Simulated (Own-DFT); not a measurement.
# Computed records: Si23GeO48 (quartz with substituted atoms, atoms displaced)

A calculation, not a measurement: plane-wave PBE and HSE06 DFT by an unreviewed code, no spin, of a simulated cell at Gamma alone, so results move with cell size and shape, stress positive in tension, energies less offsets, not probed for a lower state with spin; oxygen file: force components 24 meV/angstrom off all-electron in a glass; k mesh not checked against a denser one; forces and stress are PBE's, HSE06 gives the energy alone, and its difference from PBE has offsets of its own; offsets are fitted by least squares, one for each functional and potential file, so energies compare only between cells with the same atoms and settings and are not formation energies; the far tail of each file's local potential was reset to the Coulomb form; each entry is a single point on an unrelaxed cell, so the pressure reflects the starting lattice, mostly measured values (interpolated for alloys), from which strain is counted, and rises with the displacements; printed positions are rounded, which can move forces by about a meV/angstrom; the program, named Own-DFT, is a retired in-house code; no spin-orbit coupling. Program: Own-DFT development build.

```json
{"formula": "Si23GeO48", "kind": "quartz with substituted atoms, atoms displaced", "structure": {"cell_angstrom": [[9.8268, 0.0, 0.0], [-4.9134, 8.5103, 0.0], [0.0, 0.0, 10.8104]], "atoms_fractional": [["Si", 0.23219, 0.00941, 0.99626], ["Si", 0.99459, 0.23167, 0.34051], ["Si", 0.29117, 0.27911, 0.17637], ["O", 0.21778, 0.13883, 0.05822], ["O", 0.42772, 0.27937, 0.2242], ["O", 0.35436, 0.08155, 0.39784], ["O", 0.08352, 0.37202, 0.43208], ["O", 0.13959, 0.20495, 0.26991], ["O", 0.28768, 0.42246, 0.10465], ["Si", 0.24859, 0.01493, 0.5161], ["Si", 0.99108, 0.22427, 0.83063], ["Si", 0.27621, 0.27098, 0.66904], ["O", 0.21246, 0.13672, 0.55944], ["O", 0.41683, 0.27939, 0.7293], ["O", 0.36624, 0.06984, 0.88876], ["O", 0.06692, 0.37735, 0.95077], ["O", 0.13636, 0.21441, 0.77332], ["O", 0.27633, 0.41154, 0.61443], ["Si", 0.23863, 0.50056, 0.9946], ["Si", 0.00994, 0.73816, 0.33556], ["Si", 0.26734, 0.77399, 0.15542], ["O", 0.19371, 0.6426, 0.05688], ["O", 0.42724, 0.7949, 0.21854], ["O", 0.38805, 0.58141, 0.40574], ["O", 0.07121, 0.88124, 0.44472], ["O", 0.14682, 0.70506, 0.27556], ["O", 0.2927, 0.92415, 0.09383], ["Si", 0.2384, 0.51204, 0.49038], ["Si", 0.99976, 0.74128, 0.83089], ["Si", 0.27165, 0.77962, 0.67018], ["O", 0.19844, 0.64434, 0.54535], ["O", 0.43644, 0.80491, 0.71862], ["O", 0.36624, 0.57528, 0.90332], ["O", 0.05561, 0.85869, 0.9293], ["O", 0.12702, 0.70691, 0.77485], ["O", 0.29928, 0.93262, 0.60592], ["Si", 0.73103, 0.99203, 0.01117], ["Si", 0.488, 0.23328, 0.33232], ["Si", 0.78416, 0.27929, 0.16659], ["O", 0.70213, 0.12248, 0.05284], ["O", 0.93274, 0.29171, 0.22763], ["O", 0.86006, 0.06265, 0.38054], ["O", 0.57791, 0.37364, 0.4376], ["O", 0.62409, 0.20763, 0.28099], ["O", 0.79913, 0.44679, 0.11231], ["Si", 0.72773, 0.00938, 0.51505], ["Si", 0.49016, 0.22412, 0.84045], ["Si", 0.7635, 0.25911, 0.65629], ["O", 0.68522, 0.12593, 0.56121], ["O", 0.93006, 0.29555, 0.71514], ["O", 0.86252, 0.07657, 0.89834], ["O", 0.57282, 0.36927, 0.9353], ["O", 0.6414, 0.2195, 0.76255], ["O", 0.80578, 0.42688, 0.6071], ["Si", 0.7259, 0.50017, 0.00218], ["Ge", 0.5082, 0.74409, 0.32406], ["Si", 0.77349, 0.76457, 0.16227], ["O", 0.69002, 0.61159, 0.0545], ["O", 0.92265, 0.78661, 0.22932], ["O", 0.85182, 0.55548, 0.36928], ["O", 0.5659, 0.8599, 0.44077], ["O", 0.64926, 0.72113, 0.27595], ["O", 0.79959, 0.9359, 0.10558], ["Si", 0.72546, 0.47895, 0.50254], ["Si", 0.49319, 0.7284, 0.83778], ["Si", 0.76423, 0.75736, 0.6833], ["O", 0.71098, 0.62307, 0.54942], ["O", 0.9179, 0.79045, 0.71909], ["O", 0.85782, 0.57497, 0.88407], ["O", 0.57058, 0.88151, 0.94734], ["O", 0.61868, 0.6983, 0.77479], ["O", 0.78603, 0.92021, 0.60217]]}, "settings": {"first_functional": "PBE", "second_functional": "HSE06", "exact_exchange_share": 0.25, "screening [1/bohr]": 0.11, "exchange_divergence": "Gygi-Baldereschi", "potential_files": "PseudoDojo norm-conserving, scalar-relativistic, made for PBE, standard set", "wave_cutoff [hartree]": 48.0, "occupations": "fixed", "k_mesh": "1 x 1 x 1 centred on Gamma"}, "results": {"PBE_energy_of_cell_above_offsets [eV]": "-5.576", "HSE06_less_PBE_above_offsets [eV]": "0.376", "PBE_pressure [GPa]": 12.78, "PBE_stress_xx [GPa]": -17.05, "PBE_stress_yy [GPa]": -11.99, "PBE_stress_zz [GPa]": -9.3, "PBE_stress_yz [GPa]": 0.84, "PBE_stress_xz [GPa]": -3.39, "PBE_stress_xy [GPa]": 3.24, "force_element": ["Si", "Si", "Si", "O", "O", "O", "O", "O", "O", "Si", "Si", "Si", "O", "O", "O", "O", "O", "O", "Si", "Si", "Si", "O", "O", "O", "O", "O", "O", "Si", "Si", "Si", "O", "O", "O", "O", "O", "O", "Si", "Si", "Si", "O", "O", "O", "O", "O", "O", "Si", "Si", "Si", "O", "O", "O", "O", "O", "O", "Si", "Ge", "Si", "O", "O", "O", "O", "O", "O", "Si", "Si", "Si", "O", "O", "O", "O", "O", "O"], "force_x [eV/angstrom]": [1.017, 3.78, -12.19, -1.753, 3.825, 1.543, -0.89, -0.747, 1.447, -3.098, -0.053, -4.594, -3.339, 4.543, -1.683, -0.449, 0.262, -2.64, -6.833, -0.697, 1.175, 2.511, -3.066, -0.348, 1.544, -1.508, -1.771, 0.655, -1.562, -0.587, 0.948, 0.951, 3.671, 1.448, 3.05, 2.263, -0.856, 5.637, -5.119, -3.034, 0.22, -1.997, -5.036, 3.926, 1.714, 4.095, 4.802, 0.846, -2.849, 1.072, 0.074, -1.017, -3.399, -0.246, 8.347, -1.237, -2.261, -7.111, 2.03, 0.777, 0.455, 5.495, 5.211, 5.003, -1.664, -8.543, -1.531, 8.765, -0.737, -1.242, 1.653, 0.933], "force_y [eV/angstrom]": [-5.044, -1.136, -2.342, 3.366, 2.972, 0.116, 0.293, 0.633, 0.703, -4.279, 4.364, -3.421, 4.103, 0.735, -4.871, -3.041, -1.067, 6.024, -1.431, -1.596, -2.513, -3.786, 1.668, -3.125, -1.209, 1.12, 3.77, -0.398, -6.381, -4.906, 0.744, -1.136, 1.995, 8.209, 0.759, 0.124, 2.278, -0.436, -2.172, 6.9, 0.832, -0.367, -5.871, 0.345, -2.767, -7.491, 5.757, 3.391, 1.146, -1.354, -1.873, -1.834, -1.371, 0.692, -5.006, -1.494, -0.561, 10.14, 1.004, 1.165, 6.513, -1.279, -4.51, 6.764, 5.206, -1.726, 3.141, 2.045, -0.354, -5.167, -0.623, -1.08], "force_z [eV/angstrom]": [-1.388, -2.773, -4.89, 2.017, -1.96, -1.253, 0.924, 0.984, 0.749, -6.66, 0.262, -0.976, 3.093, 2.134, 1.799, -3.163, 1.039, -3.808, 6.736, 1.938, 4.051, -3.084, -4.465, 0.116, -0.479, 0.316, -1.357, 3.781, -3.735, -1.188, 2.043, 2.228, -4.513, 6.84, -2.006, 2.909, -5.81, 5.88, -0.9, 4.598, -0.454, 3.429, -3.067, -2.697, 0.712, -7.386, -4.418, 4.15, -0.947, 0.913, 0.068, 0.049, 3.221, -1.292, -5.863, 1.15, -0.075, 5.909, -0.847, 2.171, 5.976, -3.248, 4.672, -0.919, 0.148, -9.45, 4.141, 3.467, 1.012, -3.37, 0.194, 2.62]}}
```
